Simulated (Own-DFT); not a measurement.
# Computed records: AlN (wurtzite, atoms displaced)

Computed with Own-DFT development build. A calculation, not a measurement: plane-wave PBE density functional theory by an unreviewed code, no spin, of a simulated periodic cell, stress positive in tension, free energy of the whole cell less one offset for each atom, forces on such cells passed a denser k mesh, this cell's mesh not checked; offsets are fitted by least squares, one for each functional and potential file, so energies compare only between cells with the same atoms and settings and are not formation energies; the far tail of each file's local potential was reset to the Coulomb form; each entry is a single point on an unrelaxed cell, so the pressure reflects the starting lattice, mostly measured values (interpolated for alloys), from which strain is counted, and rises with the displacements; printed positions are rounded, which can move forces by about a meV/angstrom; the program, named Own-DFT, is a retired in-house code; no spin-orbit coupling.

```cif
# cell vector a (Å): 12.4480 0.0000 0.0000
# cell vector b (Å): -6.2240 10.7803 0.0000
# cell vector c (Å): 0.0000 0.0000 9.9640
data_AlN
_symmetry_space_group_name_H-M 'P 1'
_symmetry_Int_Tables_number 1
_cell_length_a 12.4480
_cell_length_b 12.4480
_cell_length_c 9.9640
_cell_angle_alpha 90.000
_cell_angle_beta 90.000
_cell_angle_gamma 120.000
_cell_volume 1337.10
loop_
_atom_site_label
_atom_site_type_symbol
_atom_site_fract_x
_atom_site_fract_y
_atom_site_fract_z
_atom_site_occupancy
Al1 Al 0.08129 0.16539 0.99737 1
Al2 Al 0.16642 0.08291 0.24464 1
N1 N 0.08382 0.16644 0.18776 1
N2 N 0.16306 0.08092 0.44301 1
Al3 Al 0.08767 0.17006 0.49990 1
Al4 Al 0.16609 0.08301 0.74803 1
N3 N 0.08356 0.16606 0.68887 1
N4 N 0.16855 0.08426 0.94409 1
Al5 Al 0.08193 0.41938 0.00378 1
Al6 Al 0.16832 0.33825 0.25217 1
N5 N 0.07842 0.41409 0.19003 1
N6 N 0.16840 0.33358 0.43858 1
Al7 Al 0.08540 0.41879 0.50008 1
Al8 Al 0.16750 0.33290 0.74501 1
N7 N 0.08417 0.41812 0.68964 1
N8 N 0.16928 0.33526 0.94353 1
Al9 Al 0.07990 0.66672 0.99867 1
Al10 Al 0.16832 0.58531 0.25305 1
N9 N 0.08193 0.66361 0.19275 1
N10 N 0.16900 0.58494 0.44265 1
Al11 Al 0.08293 0.66649 0.49779 1
Al12 Al 0.16815 0.58324 0.74850 1
N11 N 0.08755 0.67019 0.69333 1
N12 N 0.16593 0.58237 0.94205 1
Al13 Al 0.08440 0.91715 0.00024 1
Al14 Al 0.16577 0.83091 0.25040 1
N13 N 0.08565 0.91850 0.19122 1
N14 N 0.17041 0.83503 0.43874 1
Al15 Al 0.08147 0.91421 0.49803 1
Al16 Al 0.16746 0.83594 0.75014 1
N15 N 0.08532 0.91779 0.68958 1
N16 N 0.16745 0.83040 0.94108 1
Al17 Al 0.33576 0.16476 0.00286 1
Al18 Al 0.41413 0.08190 0.25056 1
N17 N 0.33182 0.16586 0.19329 1
N18 N 0.41712 0.08468 0.44042 1
Al19 Al 0.33479 0.16522 0.49959 1
Al20 Al 0.41768 0.08452 0.75217 1
N19 N 0.33431 0.16660 0.69080 1
N20 N 0.41482 0.08295 0.94213 1
Al21 Al 0.33492 0.41786 0.99909 1
Al22 Al 0.41733 0.33303 0.24835 1
N21 N 0.33294 0.41658 0.19025 1
N22 N 0.41818 0.33203 0.44130 1
Al23 Al 0.33513 0.41659 0.49973 1
Al24 Al 0.41918 0.33387 0.75062 1
N23 N 0.33555 0.41742 0.68953 1
N24 N 0.41532 0.33155 0.94180 1
Al25 Al 0.33274 0.66833 0.00033 1
Al26 Al 0.41659 0.58239 0.25088 1
N25 N 0.33401 0.66825 0.19362 1
N26 N 0.42053 0.58443 0.43969 1
Al27 Al 0.33415 0.66514 0.49975 1
Al28 Al 0.41690 0.58288 0.74855 1
N27 N 0.33426 0.66767 0.68819 1
N28 N 0.41672 0.58167 0.94415 1
Al29 Al 0.33277 0.91636 0.99956 1
Al30 Al 0.41589 0.83198 0.24910 1
N29 N 0.33347 0.91578 0.19263 1
N30 N 0.41699 0.83421 0.43809 1
Al31 Al 0.33387 0.91727 0.50129 1
Al32 Al 0.41458 0.83316 0.74738 1
N31 N 0.33382 0.91702 0.69135 1
N32 N 0.41488 0.83203 0.93901 1
Al33 Al 0.58195 0.16399 0.00225 1
Al34 Al 0.66370 0.08160 0.25177 1
N33 N 0.58301 0.16625 0.19043 1
N34 N 0.66559 0.08296 0.44172 1
Al35 Al 0.58168 0.16562 0.49936 1
Al36 Al 0.66498 0.08087 0.74248 1
N35 N 0.58580 0.16988 0.69024 1
N36 N 0.66716 0.08469 0.94056 1
Al37 Al 0.58164 0.41694 0.99761 1
Al38 Al 0.66508 0.33446 0.24980 1
N37 N 0.58543 0.42124 0.19241 1
N38 N 0.67132 0.33564 0.44197 1
Al39 Al 0.58180 0.41609 0.49986 1
Al40 Al 0.66691 0.33164 0.74859 1
N39 N 0.58176 0.41565 0.69045 1
N40 N 0.66525 0.33120 0.94349 1
Al41 Al 0.58561 0.66878 0.99976 1
Al42 Al 0.66844 0.58447 0.24908 1
N41 N 0.58637 0.66979 0.19173 1
N42 N 0.66684 0.58227 0.44113 1
Al43 Al 0.58337 0.66781 0.49882 1
Al44 Al 0.66882 0.58804 0.74922 1
N43 N 0.58331 0.66515 0.68784 1
N44 N 0.66703 0.58240 0.94089 1
Al45 Al 0.58248 0.91711 0.99570 1
Al46 Al 0.66991 0.83672 0.25179 1
N45 N 0.58243 0.91602 0.19095 1
N46 N 0.66414 0.83385 0.44345 1
Al47 Al 0.58416 0.91829 0.50029 1
Al48 Al 0.66737 0.83385 0.75147 1
N47 N 0.58804 0.91831 0.69482 1
N48 N 0.66592 0.83442 0.94099 1
Al49 Al 0.83543 0.16740 0.99976 1
Al50 Al 0.91644 0.08683 0.24677 1
N49 N 0.83462 0.16916 0.18835 1
N50 N 0.91632 0.08298 0.44048 1
Al51 Al 0.83487 0.16661 0.49966 1
Al52 Al 0.91564 0.08444 0.75031 1
N51 N 0.83140 0.16533 0.69011 1
N52 N 0.92140 0.08489 0.94396 1
Al53 Al 0.83109 0.41443 0.99731 1
Al54 Al 0.91732 0.33129 0.24687 1
N53 N 0.83265 0.41568 0.19019 1
N54 N 0.91649 0.33355 0.43701 1
Al55 Al 0.83332 0.41331 0.49750 1
Al56 Al 0.91809 0.33505 0.74874 1
N55 N 0.83044 0.41388 0.69150 1
N56 N 0.91387 0.33182 0.94072 1
Al57 Al 0.83413 0.66751 0.99922 1
Al58 Al 0.91750 0.58308 0.24951 1
N57 N 0.83593 0.66679 0.19151 1
N58 N 0.91696 0.58207 0.44272 1
Al59 Al 0.83400 0.66576 0.50090 1
Al60 Al 0.91469 0.58146 0.74862 1
N59 N 0.83666 0.66785 0.69046 1
N60 N 0.91728 0.58189 0.94149 1
Al61 Al 0.83364 0.91994 0.00225 1
Al62 Al 0.91962 0.83263 0.25117 1
N61 N 0.83101 0.91378 0.19178 1
N62 N 0.91541 0.83366 0.43819 1
Al63 Al 0.83259 0.91567 0.49961 1
Al64 Al 0.91480 0.83261 0.74870 1
N63 N 0.83509 0.91649 0.69014 1
N64 N 0.91870 0.83147 0.93916 1
_calc_functional 'PBE'
_calc_potential_files 'PseudoDojo norm-conserving, scalar-relativistic, standard set'
_calc_wave_cutoff 42  # hartree
_calc_occupations 'Fermi-Dirac'
_calc_smearing_width 0.1  # eV
_calc_hardware 'one NVIDIA H100'
_calc_k_mesh '2 x 2 x 2 centred on Gamma'
_calc_pressure ?
_calc_stress_xx ?
```

## Withheld values
1. What pressure does the calculation give for AlN (wurtzite, atoms displaced)?
2. Estimate the stress xx of AlN (wurtzite, atoms displaced).
3. Give the table of force values for AlN (wurtzite, atoms displaced).

## Answers
1. 3.71 GPa
2. -3.85 GPa
3. 
Force:
```csv
element,x (eV/Å),y (eV/Å),z (eV/Å)
Al,1.35,1.178,0.6
Al,-0.519,0.319,1.076
N,-0.336,0.432,0.494
N,0.809,0.41,-0.653
Al,-0.611,-0.99,-0.413
Al,0.383,0.147,0.449
N,-0.339,0.241,0.364
N,-0.035,-0.271,-0.664
Al,0.571,-0.716,-0.86
Al,0.096,-1.106,-1.11
N,1.043,1.074,0.624
N,-0.197,0.587,0.683
Al,-0.317,-0.443,-0.35
Al,0.022,0.211,1.196
N,0.129,-0.313,-0.117
N,-0.747,-0.216,-0.85
Al,0.96,-0.36,0.276
Al,-0.16,-0.571,-0.481
N,0.098,0.576,-0.305
N,-0.118,-0.294,-0.173
Al,0.228,0.35,0.681
Al,-0.295,0.342,0.497
N,-0.525,-0.689,-0.585
N,-0.123,0.43,-0.241
Al,0.171,-0.121,-0.181
Al,0.147,0.322,-0.289
N,0.05,-0.759,-0.169
N,-0.672,-0.457,0.365
Al,0.19,0.41,0.15
Al,0.104,-0.379,0.114
N,-0.499,-0.335,0.027
N,-0.558,0.745,0.054
Al,-1.066,0.517,-0.181
Al,0.442,0.083,-0.044
N,0.568,0.215,-0.292
N,0.229,-0.469,0.048
Al,-0.892,0.043,0.09
Al,0.036,0.05,-0.314
N,-0.086,0.024,0.064
N,0.721,-0.302,-0.113
Al,-0.262,-0.551,0.267
Al,-0.187,0.26,0.291
N,0.19,0.166,0.274
N,-0.488,-0.066,-0.337
Al,0.278,0.072,-0.212
Al,-0.43,-0.327,0.032
N,-0.231,-0.192,0.016
N,0.211,0.08,-0.012
Al,0.256,-0.612,0.155
Al,0.409,0.443,-0.498
N,0.044,-0.64,-0.418
N,-0.755,-0.48,0.218
Al,0.168,0.664,-0.337
Al,0.023,0.144,0.48
N,0.276,-0.243,0.344
N,-0.076,0.902,-0.725
Al,0.103,-0.212,0.32
Al,0.193,0.527,0.178
N,-0.248,0.002,-0.503
N,0.118,-0.133,0.849
Al,0.206,0.02,-0.346
Al,0.658,0.059,0.295
N,0.003,0.432,-0.058
N,0.088,0.323,-0.048
Al,0.17,0.404,-0.327
Al,0.386,0.308,-0.466
N,-0.468,-0.019,0.501
N,0.207,0.235,0.09
Al,0.231,0.698,-0.044
Al,-0.068,1.092,1.391
N,-0.33,-1.154,-0.173
N,0.219,-0.326,-0.461
Al,0.495,-0.209,0.402
Al,0.616,-0.017,-0.021
N,-0.212,-0.88,-0.546
N,-1.14,-0.74,-0.305
Al,0.71,0.134,0.075
Al,-0.576,0.495,0.592
N,0.596,0.608,0.226
N,-0.43,0.055,-0.559
Al,-0.199,-0.327,0.398
Al,-0.103,0.46,0.332
N,-0.213,-0.287,-0.042
N,-0.062,0.382,0.04
Al,0.621,-0.139,-0.132
Al,0.34,-1.097,-0.07
N,-0.282,0.674,0.551
N,-0.128,0.54,-0.245
Al,-0.095,0.19,0.612
Al,-0.726,-0.644,-0.015
N,0.133,0.134,-0.325
N,0.619,0.141,-0.244
Al,-0.267,-0.402,0.117
Al,0.356,-0.31,-0.298
N,-1.098,-0.883,-0.879
N,0.519,0.051,-0.157
Al,-0.58,-0.143,-0.239
Al,0.74,-0.632,0.467
N,-0.459,-0.911,0.269
N,0.199,0.229,-0.132
Al,-0.197,0.072,-0.218
Al,0.441,-0.211,-0.132
N,0.428,0.485,-0.002
N,-1.371,-0.518,-0.932
Al,-0.035,0.171,0.638
Al,-1.128,0.466,0.355
N,-0.003,0.045,-0.028
N,0.75,-0.193,0.543
Al,-0.026,0.63,0.392
Al,-0.227,-0.464,0.303
N,0.612,0.529,-0.359
N,0.662,0.333,-0.316
Al,0.212,-0.396,0.233
Al,-0.181,-0.651,0.172
N,-0.187,0.117,-0.224
N,0.018,0.11,-0.211
Al,-0.224,-0.029,-0.405
Al,0.784,0.249,0.2
N,-0.598,-0.172,-0.01
N,-0.707,-0.079,-0.422
Al,0.549,-0.887,-0.199
Al,-0.619,0.211,-0.511
N,0.703,0.907,-0.086
N,0.319,-0.484,0.611
Al,-0.095,0.375,-0.149
Al,0.91,0.371,0.215
N,-0.522,0.131,0.221
N,-0.793,0.618,0.248
```

Further results for AlN (wurtzite, atoms displaced):

* free energy of cell above offsets: -62.454 eV
* stress yy: -4.14 GPa
* stress zz: -3.13 GPa
* stress yz: 0.03 GPa
* stress xz: -0.16 GPa
* stress xy: -0.06 GPa
* wall time: 387.2 s
